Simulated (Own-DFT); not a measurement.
# Computed records: GaP (zincblende, atoms displaced)

A calculation, not a measurement: plane-wave PBE density functional theory by an unreviewed code, no spin, of a simulated periodic cell, stress positive in tension, free energy of the whole cell less one offset for each atom, forces on such cells passed a denser k mesh, this cell's mesh not checked; offsets are fitted by least squares, one for each functional and potential file, so energies compare only between cells with the same atoms and settings and are not formation energies; the far tail of each file's local potential was reset to the Coulomb form; each entry is a single point on an unrelaxed cell, so the pressure reflects the starting lattice, mostly measured values (interpolated for alloys), from which strain is counted, and rises with the displacements; printed positions are rounded, which can move forces by about a meV/angstrom; the program, named Own-DFT, is a retired in-house code; no spin-orbit coupling. Program: Own-DFT development build.

Common to all runs: functional PBE; potential files PseudoDojo norm-conserving, scalar-relativistic, standard set; wave cutoff 42 hartree; occupations Fermi-Dirac; smearing width 0.1 eV; hardware one NVIDIA H200; k mesh 2 x 3 x 3 centred on Gamma.

(1) GaP (zincblende, atoms displaced)

```
GaP
1.0
     16.3515     0.0000     0.0000
      0.0000    10.9010     0.0000
      0.0000     0.0000    10.9010
Ga P Ga P Ga P Ga P Ga P Ga P Ga P Ga P Ga P Ga P Ga P Ga P
4 4 4 4 4 4 4 4 4 4 4 4 4 4 4 4 4 4 4 4 4 4 4 4
Direct
  0.00895 0.99650 0.01782
  0.00416 0.27239 0.28200
  0.16987 0.97830 0.24467
  0.18086 0.26335 0.99649
  0.09419 0.13960 0.13290
  0.09262 0.37679 0.36849
  0.24734 0.12203 0.39458
  0.25924 0.37734 0.12244
  0.99011 0.01132 0.51655
  0.99772 0.27788 0.74723
  0.15359 0.00086 0.75810
  0.16798 0.23916 0.49008
  0.07462 0.11983 0.62446
  0.07644 0.38009 0.88286
  0.23971 0.11599 0.87339
  0.25751 0.36915 0.61962
  0.01654 0.50327 0.01446
  0.01071 0.74170 0.23434
  0.16499 0.51604 0.26387
  0.17185 0.76838 0.00930
  0.08575 0.63355 0.10988
  0.06905 0.88974 0.36235
  0.26108 0.63092 0.38020
  0.24836 0.88463 0.13191
  0.99108 0.49823 0.49973
  0.98885 0.75420 0.76219
  0.16114 0.49992 0.75069
  0.16913 0.75422 0.51968
  0.08484 0.62774 0.62775
  0.09531 0.89129 0.88507
  0.24929 0.63157 0.85970
  0.26314 0.87852 0.61014
  0.33698 0.00859 0.01516
  0.32162 0.24763 0.24464
  0.50408 0.01648 0.22871
  0.51073 0.22928 0.99404
  0.41873 0.12558 0.12172
  0.40526 0.40372 0.36836
  0.58820 0.12183 0.39004
  0.58335 0.37547 0.14535
  0.31944 0.01783 0.53113
  0.31203 0.25823 0.79220
  0.49795 0.98029 0.75658
  0.49574 0.24289 0.49581
  0.40432 0.14827 0.64217
  0.42322 0.36048 0.89820
  0.59973 0.10801 0.87204
  0.58724 0.37854 0.60890
  0.34183 0.48430 0.97566
  0.34188 0.76254 0.26495
  0.51562 0.49053 0.24020
  0.49922 0.76195 0.01168
  0.41656 0.62248 0.12894
  0.41198 0.89938 0.35096
  0.58240 0.61895 0.36584
  0.57717 0.87121 0.12573
  0.34384 0.49294 0.48965
  0.32530 0.72418 0.76427
  0.51519 0.50760 0.74677
  0.49477 0.73144 0.50292
  0.41210 0.62528 0.64159
  0.41559 0.85510 0.88231
  0.56567 0.64659 0.87767
  0.58952 0.86664 0.62320
  0.66816 0.99714 0.99392
  0.66615 0.24465 0.25592
  0.83474 0.01902 0.24254
  0.83438 0.24036 0.01802
  0.75180 0.11539 0.13018
  0.74452 0.39462 0.38841
  0.92289 0.13696 0.36691
  0.91912 0.38934 0.13450
  0.66144 0.01882 0.50203
  0.68265 0.24601 0.74498
  0.83466 0.00061 0.75394
  0.81589 0.25000 0.52160
  0.74585 0.13058 0.61304
  0.75197 0.37559 0.87256
  0.92218 0.13671 0.85720
  0.93080 0.36508 0.60868
  0.66974 0.51748 0.98912
  0.66476 0.74520 0.25297
  0.82422 0.51278 0.24078
  0.83071 0.74796 0.02115
  0.75092 0.61505 0.11603
  0.76507 0.84483 0.37131
  0.91787 0.61666 0.38686
  0.90723 0.89182 0.12626
  0.66661 0.48792 0.50690
  0.65097 0.75851 0.77577
  0.82103 0.47651 0.72228
  0.84538 0.76574 0.47199
  0.75974 0.63218 0.63310
  0.75381 0.87776 0.87614
  0.91585 0.62701 0.87880
  0.90724 0.87278 0.64173
```

```
free energy of cell above offsets : -22.690 eV
pressure                          : 7.23 GPa
stress xx                         : -7.17 GPa
stress yy                         : -7.64 GPa
stress zz                         : -6.89 GPa
stress yz                         : 0.61 GPa
stress xz                         : 0.73 GPa
stress xy                         : -0.23 GPa
wall time                         : 960.7 s
```

Force:
```
element  x (eV/Å)  y (eV/Å)  z (eV/Å)
     Ga    -0.207     1.606    -0.428
     Ga    -1.456     -1.51    -3.895
     Ga     -2.61     3.634     2.707
     Ga     -2.08    -0.781     0.349
      P    -0.693    -0.166     0.208
      P     1.023     2.001     2.959
      P     0.987    -1.419    -3.951
      P    -1.285      1.97    -0.441
     Ga    -1.182    -1.444    -1.558
     Ga      1.36    -2.476     1.343
     Ga     2.001     1.306    -3.518
     Ga    -1.615      1.84     2.392
      P     1.747     2.085     1.047
      P     2.337    -0.582     -0.52
      P     0.543    -0.879     1.682
      P    -1.346     0.389     0.886
     Ga    -3.868    -0.728    -1.587
     Ga    -2.399     1.461     1.927
     Ga     1.403     0.478    -1.352
     Ga     0.449    -1.072    -1.313
      P     2.887     0.551     1.629
      P      0.91    -1.188      1.45
      P    -1.554     0.291     0.514
      P     3.527    -2.212    -1.359
     Ga     3.483     0.794    -0.307
     Ga     1.993    -0.059    -0.002
     Ga     0.563    -0.601    -0.637
     Ga    -0.259     0.216    -2.179
      P    -1.696     0.142     0.224
      P    -3.183    -3.093     1.223
      P    -5.251    -4.709     5.836
      P    -3.341    -4.397     4.715
     Ga    -1.073    -1.634    -2.076
     Ga     1.361    -0.568     1.745
     Ga     0.564    -1.341     2.345
     Ga     0.627     0.552     0.766
      P    -0.224     2.214     0.308
      P     5.306    -5.942    -5.334
      P     -2.85     1.672    -3.909
      P     3.555    -4.169    -5.277
     Ga     4.249     3.412     -2.67
     Ga     2.412     1.277    -2.439
     Ga    -0.224      1.02    -0.842
     Ga    -1.315     1.277      0.48
      P     1.303    -1.108     0.501
      P     1.866    -0.859    -3.404
      P    -2.427     2.043    -1.864
      P    -1.941     -2.39     2.953
     Ga    -1.733     3.397     2.747
     Ga    -1.209    -1.969    -2.078
     Ga    -5.245     3.925     2.761
     Ga    -2.113     -1.69     0.837
      P      0.19    -0.082    -0.523
      P     1.839     1.308     3.368
      P     0.299     0.162     1.857
      P     2.992     1.486     0.724
     Ga    -3.946     3.879      5.94
     Ga     4.878     5.856    -4.407
     Ga    -1.665    -1.383    -0.495
     Ga     0.153     1.585    -0.837
      P     1.004    -1.403    -1.462
      P    -1.502     1.885    -0.371
      P     1.573    -2.306      1.28
      P    -1.027     0.626    -0.783
     Ga     1.164    -1.808     2.164
     Ga     0.925     0.645     0.693
     Ga     1.336    -1.599     2.854
     Ga     1.271      1.09    -1.495
      P    -2.736     1.627    -0.954
      P     2.437    -2.894     -2.82
      P    -2.196    -0.812     2.022
      P     0.115    -0.875     0.134
     Ga     1.724    -4.466     1.554
     Ga     -2.45     1.074     0.936
     Ga    -0.686     1.332     0.254
     Ga     4.395     3.566     -4.42
      P    -0.412    -4.163     3.014
      P     0.061    -0.501     1.221
      P    -0.635    -0.603     2.003
      P    -4.177     -0.11      0.02
     Ga    -1.782    -1.346     -0.92
     Ga     0.316     0.024     -0.54
     Ga     1.972    -1.736     2.553
     Ga     1.228     0.878    -2.238
      P    -1.861     2.156     0.624
      P    -6.046     6.015    -4.517
      P    -0.209     1.037    -3.345
      P     1.799    -1.786    -0.329
     Ga     0.299     4.841     0.233
     Ga     2.997      0.49    -1.638
     Ga     2.075     0.596     0.699
     Ga     4.112    -3.455     6.159
      P    -1.918     0.709     -1.08
      P    -0.491    -0.871     0.669
      P    -0.483    -1.275     1.134
      P     0.986      0.04    -2.527
```

(2) GaP (zincblende, atoms displaced)

```
GaP
1.0
     16.3515     0.0000     0.0000
      0.0000    10.9010     0.0000
      0.0000     0.0000    10.9010
Ga P Ga P Ga P Ga P Ga P Ga P Ga P Ga P Ga P Ga P Ga P Ga P
4 4 4 4 4 4 4 4 4 4 4 4 4 4 4 4 4 4 4 4 4 4 4 4
Direct
  0.01525 0.98472 0.97120
  0.98752 0.24063 0.23500
  0.16461 0.98362 0.25322
  0.16980 0.25593 0.97660
  0.07793 0.11141 0.14633
  0.08200 0.36098 0.36200
  0.25092 0.15255 0.37391
  0.25917 0.36116 0.11520
  0.99761 0.01848 0.49219
  0.00084 0.26595 0.75927
  0.16282 0.00441 0.75172
  0.14160 0.24823 0.51086
  0.09074 0.11838 0.61446
  0.08744 0.37408 0.87449
  0.24016 0.11958 0.87487
  0.25555 0.38741 0.62014
  0.02130 0.49600 0.01904
  0.00090 0.74030 0.24071
  0.16060 0.49517 0.24880
  0.16073 0.75888 0.01847
  0.08094 0.60415 0.12366
  0.10809 0.89373 0.37951
  0.25216 0.63533 0.36966
  0.25617 0.88881 0.13310
  0.02339 0.50849 0.50090
  0.00017 0.74064 0.74735
  0.17269 0.49752 0.76230
  0.17504 0.76223 0.49196
  0.09252 0.61081 0.62388
  0.08662 0.87564 0.88716
  0.25190 0.63137 0.87898
  0.26041 0.88542 0.62787
  0.33812 0.00601 0.97344
  0.32683 0.23543 0.26169
  0.49729 0.01753 0.25394
  0.49724 0.24715 0.02087
  0.40961 0.13006 0.12090
  0.41430 0.37913 0.37367
  0.59875 0.14325 0.36626
  0.57530 0.38584 0.13285
  0.31683 0.00004 0.50098
  0.32784 0.25106 0.75588
  0.49773 0.99677 0.74328
  0.49063 0.25932 0.50567
  0.42730 0.13587 0.60046
  0.40761 0.38924 0.86893
  0.57970 0.12535 0.86002
  0.58749 0.37727 0.62725
  0.33746 0.48883 0.01671
  0.33087 0.74057 0.24692
  0.49900 0.49617 0.25781
  0.49463 0.71992 0.00655
  0.41287 0.62984 0.12275
  0.41216 0.84262 0.36948
  0.58411 0.64378 0.37643
  0.58302 0.86500 0.10696
  0.33884 0.47769 0.49420
  0.34057 0.73361 0.75670
  0.48552 0.49770 0.76025
  0.50110 0.73411 0.51282
  0.41662 0.61781 0.62331
  0.41235 0.87475 0.89438
  0.59237 0.63603 0.86663
  0.58007 0.88188 0.63460
  0.67278 0.00571 0.97752
  0.67600 0.24199 0.26204
  0.83715 0.00266 0.24677
  0.82438 0.25628 0.01404
  0.76020 0.13286 0.11546
  0.72761 0.37201 0.38451
  0.92044 0.12982 0.36276
  0.92789 0.36905 0.13554
  0.67893 0.01770 0.48861
  0.66017 0.25574 0.75524
  0.83691 0.99808 0.76418
  0.82849 0.22753 0.49762
  0.75331 0.14035 0.62424
  0.74545 0.39822 0.89218
  0.91029 0.12836 0.89146
  0.92432 0.37222 0.62935
  0.65266 0.49135 0.98233
  0.64639 0.75476 0.23968
  0.84767 0.49161 0.26590
  0.82678 0.74999 0.00899
  0.75607 0.63630 0.12718
  0.73669 0.87630 0.37186
  0.93331 0.63805 0.39125
  0.91708 0.87905 0.13073
  0.68126 0.49321 0.52103
  0.68291 0.73643 0.76186
  0.82174 0.49849 0.77439
  0.82973 0.75386 0.48743
  0.74356 0.63659 0.62218
  0.75315 0.89278 0.88145
  0.91051 0.63554 0.87913
  0.92297 0.88665 0.61276
```

```
free energy of cell above offsets : -22.012 eV
pressure                          : 7.61 GPa
stress xx                         : -6.92 GPa
stress yy                         : -7.81 GPa
stress zz                         : -8.1 GPa
stress yz                         : 1.8 GPa
stress xz                         : 3.54 GPa
stress xy                         : -1.36 GPa
wall time                         : 950.8 s
```

Force:
```
element  x (eV/Å)  y (eV/Å)  z (eV/Å)
     Ga    -6.449     6.252     6.172
     Ga     3.538    -1.477     1.661
     Ga     3.805     4.959    -4.291
     Ga    -0.019    -0.636     3.444
      P     0.838     0.137    -2.905
      P    -0.948     0.675      0.29
      P     -4.59    -4.272     4.212
      P    -2.167    -0.111     1.427
     Ga     1.079    -1.284    -0.178
     Ga    -0.819    -2.249    -0.247
     Ga     0.611    -1.596    -0.832
     Ga     4.671     3.853    -2.854
      P    -3.308    -2.219     3.831
      P    -0.496     1.137    -0.041
      P     1.754     0.214    -0.862
      P    -2.414    -2.111     1.317
     Ga     -5.79    -4.584    -5.435
     Ga     0.182     1.398     0.308
     Ga      2.47    -0.657     0.582
     Ga     1.943    -0.673     0.136
      P     3.975     6.557     4.119
      P    -6.518    -3.539     4.233
      P    -0.873    -2.823     0.699
      P     0.067    -0.812    -1.395
     Ga    -2.853    -2.541    -1.674
     Ga     0.089     0.432    -0.545
     Ga     0.835     0.672    -0.859
     Ga     0.587     -1.02     1.905
      P     1.882     3.255     2.133
      P      4.02     -5.22    -5.647
      P    -0.836    -0.469     1.533
      P    -2.091    -2.597     2.806
     Ga    -2.223     1.468     2.971
     Ga     3.719     3.183    -3.799
     Ga      0.49    -1.814    -0.111
     Ga     0.715     1.054    -2.015
      P    -0.408    -1.037     0.641
      P     1.254    -1.923     -1.92
      P    -5.064    -2.969     2.786
      P     1.783    -1.474    -0.898
     Ga     2.885     2.184    -3.018
     Ga     0.418    -0.059    -1.449
     Ga    -1.279     0.457     0.474
     Ga     4.275     3.238    -2.729
      P    -4.248     -4.51     4.195
      P    -0.241     -2.98     2.179
      P    -0.347     0.279     2.102
      P    -1.819     0.674     0.245
     Ga    -0.202      1.73     -1.29
     Ga    -0.347     1.123    -1.337
     Ga    -0.113      2.31     0.495
     Ga     2.468      2.91    -1.953
      P    -0.812    -2.725     1.871
      P     1.196     3.196     1.624
      P    -0.138    -3.241      0.82
      P    -1.235     2.505    -0.855
     Ga    -1.275     3.521     0.689
     Ga    -0.276     1.735    -0.278
     Ga     3.426     1.278    -1.899
     Ga     0.247     2.127    -0.246
      P    -0.616    -0.663    -0.047
      P     2.705    -2.544    -3.002
      P    -3.136    -1.476      0.76
      P      1.84    -1.425    -1.404
     Ga    -2.814      1.58     2.372
     Ga     1.164     1.495     -5.15
     Ga    -0.912    -0.614     0.517
     Ga     2.943     3.161    -2.349
      P    -3.364    -2.836     2.806
      P     4.967     0.627     -0.46
      P    -1.992    -0.689     1.615
      P    -2.875     3.177    -3.304
     Ga    -1.456     -0.24     1.714
     Ga     1.284     0.383    -0.211
     Ga     0.879     1.138    -2.167
     Ga     2.184     3.061     -1.63
      P    -1.547    -2.419     3.088
      P     0.483    -4.827    -0.358
      P     1.708     0.314    -0.784
      P    -1.541     1.184    -1.121
     Ga    -1.453     2.128     3.286
     Ga     2.795    -0.208     0.037
     Ga    -1.178     1.074     0.181
     Ga     1.538     1.849    -0.696
      P    -2.172    -2.562     1.909
      P     1.684    -0.392    -1.259
      P    -1.184    -1.242    -0.212
      P     1.122    -0.792    -1.475
     Ga    -2.822     1.056    -0.239
     Ga    -1.224     3.786     0.217
     Ga     2.873     1.832    -3.122
     Ga     0.355     0.711     0.503
      P     3.282    -0.856    -0.393
      P     1.368    -3.815    -1.356
      P     0.984    -0.977     0.315
      P    -0.894    -0.872     1.081
```

(3) GaP (zincblende, atoms displaced)

```
GaP
1.0
     16.3515     0.0000     0.0000
      0.0000    10.9010     0.0000
      0.0000     0.0000    10.9010
Ga P Ga P Ga P Ga P Ga P Ga P Ga P Ga P Ga P Ga P Ga P Ga P
4 4 4 4 4 4 4 4 4 4 4 4 4 4 4 4 4 4 4 4 4 4 4 4
Direct
  0.98739 0.00459 0.00746
  0.01287 0.23458 0.26367
  0.16513 0.01537 0.26292
  0.17346 0.24856 0.00322
  0.07669 0.13438 0.12990
  0.08054 0.36878 0.38289
  0.24222 0.13647 0.35363
  0.25962 0.40859 0.13366
  0.98406 0.03449 0.52970
  0.99487 0.24981 0.73152
  0.17811 0.00449 0.74107
  0.15962 0.25182 0.49884
  0.07251 0.14373 0.64104
  0.08257 0.36589 0.86689
  0.25308 0.13022 0.86403
  0.24216 0.37531 0.65325
  0.00149 0.49448 0.97806
  0.00828 0.75688 0.25991
  0.17035 0.49685 0.27548
  0.17151 0.74591 0.01800
  0.08566 0.61853 0.14370
  0.09314 0.86944 0.39313
  0.26754 0.58913 0.37506
  0.24110 0.86041 0.11552
  0.99724 0.49660 0.50232
  0.99497 0.76683 0.76858
  0.15830 0.52086 0.74071
  0.16510 0.76998 0.52250
  0.07871 0.61733 0.60942
  0.08204 0.87052 0.85389
  0.24447 0.63815 0.87908
  0.24405 0.90072 0.60426
  0.32666 0.00933 0.01818
  0.33728 0.25373 0.25254
  0.51316 0.00559 0.22621
  0.48677 0.27077 0.98632
  0.41978 0.11843 0.11329
  0.40964 0.35734 0.36869
  0.59645 0.11232 0.35636
  0.58930 0.35218 0.12572
  0.32819 0.99473 0.49385
  0.32831 0.24717 0.76071
  0.49871 0.01168 0.74933
  0.50714 0.24975 0.50538
  0.41739 0.13991 0.60276
  0.40082 0.37564 0.86827
  0.59536 0.11562 0.90366
  0.59952 0.35693 0.60474
  0.33210 0.50418 0.98994
  0.33936 0.75468 0.23697
  0.48899 0.48558 0.26731
  0.50699 0.75764 0.00106
  0.42615 0.63122 0.11135
  0.40269 0.88964 0.37224
  0.58362 0.59553 0.37553
  0.56592 0.86344 0.13082
  0.34509 0.51945 0.51481
  0.32253 0.76328 0.72154
  0.49505 0.50365 0.76298
  0.50710 0.74256 0.51097
  0.40574 0.63248 0.64987
  0.43564 0.86425 0.89621
  0.58920 0.60900 0.87271
  0.59599 0.88522 0.63368
  0.67243 0.98874 0.01088
  0.68407 0.25253 0.25782
  0.83611 0.00879 0.26953
  0.84752 0.29909 0.99340
  0.73100 0.12325 0.14534
  0.74709 0.38768 0.36544
  0.92497 0.11130 0.38243
  0.90955 0.37564 0.12825
  0.67138 0.98608 0.51550
  0.67042 0.24410 0.73704
  0.82271 0.00716 0.76673
  0.83850 0.24739 0.51781
  0.76101 0.11824 0.62641
  0.74567 0.37520 0.88037
  0.90449 0.12718 0.86380
  0.92810 0.39230 0.62161
  0.65888 0.49043 0.99891
  0.65914 0.77089 0.25007
  0.82959 0.47116 0.26747
  0.82708 0.73478 0.02747
  0.75123 0.60124 0.11085
  0.74972 0.89382 0.38426
  0.92615 0.64629 0.41184
  0.90594 0.86305 0.12191
  0.67130 0.49562 0.52935
  0.68171 0.75978 0.73979
  0.84014 0.49351 0.73480
  0.82686 0.75284 0.49912
  0.74560 0.60907 0.63290
  0.74515 0.86299 0.87384
  0.92828 0.62908 0.89106
  0.91901 0.89881 0.61366
```

```
free energy of cell above offsets : -17.175 eV
pressure                          : 8.19 GPa
stress xx                         : -8.54 GPa
stress yy                         : -8.27 GPa
stress zz                         : -7.75 GPa
stress yz                         : -1.33 GPa
stress xz                         : -1.1 GPa
stress xy                         : -1.81 GPa
wall time                         : 965.3 s
```

Force:
```
element  x (eV/Å)  y (eV/Å)  z (eV/Å)
     Ga     0.356    -0.196    -1.144
     Ga    -2.639     1.744     0.695
     Ga    -2.122    -3.422    -2.041
     Ga    -0.294     1.302     0.251
      P     1.881    -2.304    -2.402
      P    -0.362     1.259    -0.577
      P     2.125     1.494     3.169
      P    -1.125    -3.036    -0.123
     Ga     4.088    -0.478     0.129
     Ga    -2.864     2.697     4.543
     Ga    -2.938     0.756     1.566
     Ga     1.307    -0.259     1.508
      P     5.331    -3.707    -3.129
      P     0.304      0.15     0.127
      P    -1.148    -2.339     2.901
      P     0.618     0.128    -2.395
     Ga     1.585    -1.262     2.744
     Ga    -0.653    -0.205     0.061
     Ga    -1.296    -0.185    -1.127
     Ga     -4.21    -2.685    -2.982
      P     -0.19    -0.319    -0.849
      P    -1.763     2.624    -1.919
      P    -0.621     4.065     -0.49
      P     3.061       4.9     3.757
     Ga     1.804     1.101    -2.706
     Ga    -2.217    -2.002    -3.454
     Ga      0.62    -0.957      1.78
     Ga    -0.556    -4.109    -1.125
      P     0.441     2.565     1.345
      P     3.498     2.913     3.555
      P     0.416    -0.429    -1.693
      P     0.869     -1.09     2.282
     Ga    -0.368    -1.872    -1.653
     Ga    -1.646    -1.574    -3.182
     Ga     -2.54     2.246     2.656
     Ga     2.065    -1.834     1.441
      P     0.051     2.097     1.046
      P     2.266      1.81     4.336
      P    -0.692     0.805     2.505
      P    -1.691     1.438     0.235
     Ga     0.985     3.657    -1.421
     Ga     1.157     0.525    -3.268
     Ga     0.535    -0.186     1.117
     Ga     0.361    -0.477    -3.391
      P    -1.632    -1.813     2.671
      P     1.817     0.879    -0.232
      P    -2.168     2.159    -3.194
      P      -2.8    -0.303     2.567
     Ga     0.167     2.067     0.347
     Ga    -0.531    -1.011       0.4
     Ga     1.112     0.445    -2.445
     Ga     1.636    -5.265    -0.678
      P    -0.896     -1.47     1.119
      P     3.219    -1.678    -1.303
      P     0.536     2.102     1.097
      P     4.289    -0.103    -0.145
     Ga    -0.631    -3.483     0.194
     Ga    -0.952     1.412     3.372
     Ga     0.165    -0.568    -0.537
     Ga    -0.409     0.258     -0.61
      P     3.634    -0.422    -1.023
      P    -4.968     4.118    -4.724
      P    -0.444     2.377    -0.509
      P    -3.105    -1.804     0.969
     Ga    -0.414    -0.864     0.789
     Ga    -3.497     1.176     1.179
     Ga    -1.035    -0.419     -2.46
     Ga    -3.145    -4.463    -3.831
      P     4.881    -3.222     -2.92
      P    -2.833    -2.597     6.262
      P    -1.298     3.316    -2.161
      P     4.859     1.758     4.028
     Ga     0.263     3.117    -1.726
     Ga     0.546    -1.121     2.371
     Ga     0.414    -2.228    -0.722
     Ga     0.535     1.049    -1.828
      P    -1.984     0.485    -0.416
      P     0.564     0.095    -2.132
      P     1.965     2.135     2.206
      P    -2.507    -3.041     1.003
     Ga     0.082    -0.715     0.778
     Ga     1.128    -1.993     0.743
     Ga     4.527     5.129    -3.611
     Ga     0.496     0.263    -3.038
      P    -1.503    -0.158     3.056
      P     0.344    -2.764    -1.145
      P    -0.547    -1.035    -2.971
      P     1.806      2.07     2.336
     Ga    -0.829     0.334    -4.476
     Ga    -2.337    -2.109    -0.232
     Ga     -0.78     0.869     2.968
     Ga    -0.392      0.62     0.849
      P     2.892     3.032     0.633
      P     2.254     0.985     2.697
      P    -3.106     1.337    -1.832
      P     -3.18    -4.284     3.588
```
